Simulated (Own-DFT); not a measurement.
# From a pressure shift to a lattice shift: C40 NbSi2, 36 atoms (Nb12Si24)

The numbers are computed, not measured, by runs of the plane-wave DFT program Own-DFT (in-house, retired, unreviewed) at fixed positions, with no spin and no spin-orbit coupling.

Limits: forces on such cells failed a check on a denser k mesh; stress not checked against mesh or cutoff.

Each geometry was run with PBE and with PBEsol, otherwise alike: PseudoDojo norm-conserving scalar-relativistic files made for PBE; cutoff 42 hartree; 4 x 4 x 5 k mesh centred on Gamma; cold (Marzari-Vanderbilt) smearing of 0.2 eV. Unstrained cell vectors in Å: (0.000, 8.324, 0.000); (-9.613, 0.000, 0.000); (0.000, 0.000, 6.586). Each has a uniform strain, of which the change of volume is shown, and random moves of rms u per axis.

| run | volume change (%) | u (Å) | P with PBE (GPa) | P with PBEsol (GPa) |
|---|---|---|---|---|
| 1 | -1.10 | 0.0574 | 5.77 | 2.06 |
| 2 | 3.20 | 0.0464 | -2.82 | -6.34 |
| 3 | 1.05 | 0.0447 | 0.60 | -3.01 |
| 4 | -2.78 | 0.0490 | 8.04 | 4.25 |
| 5 | 0.72 | 0.0519 | 2.55 | -1.07 |
| 6 | 3.43 | 0.0478 | -3.03 | -6.54 |
| 7 | -1.23 | 0.0495 | 5.30 | 1.59 |
| 8 | 0.88 | 0.0534 | 1.64 | -1.98 |
| 9 | 0.85 | 0.0520 | 1.13 | -2.47 |
| 10 | 2.56 | 0.0494 | -1.10 | -4.64 |
| 11 | 0.70 | 0.0447 | 1.52 | ? |

Q: by how much does PBEsol shrink this cell, and what belongs in the blank?

## Working it out

Write v for the change of volume as a fraction. Fitted to v and u², the PBE pressure has a slope of -176 ± 7 GPa in v, with the ions held to the strained lattice. The difference PBEsol less PBE is -3.66 + 4.5 v GPa (slope ± 0.1) and averages -3.62 GPa. Divided by the mean slope of the two, 174 GPa, that makes PBEsol's volume at a given pressure, near 0 GPa, about 2.1 % smaller, or 0.70 % in lengths. At one volume PBEsol's slope is the smaller by 4 GPa, but its pressure there is lower too. If stiffness rises by about 4 GPa for each GPa, PBEsol at equal pressure is stiffer by about 10 GPa. Files made for PBEsol would give a different shift.

For run 11 the line gives -2.11 GPa. The calculation gave -2.10 GPa.
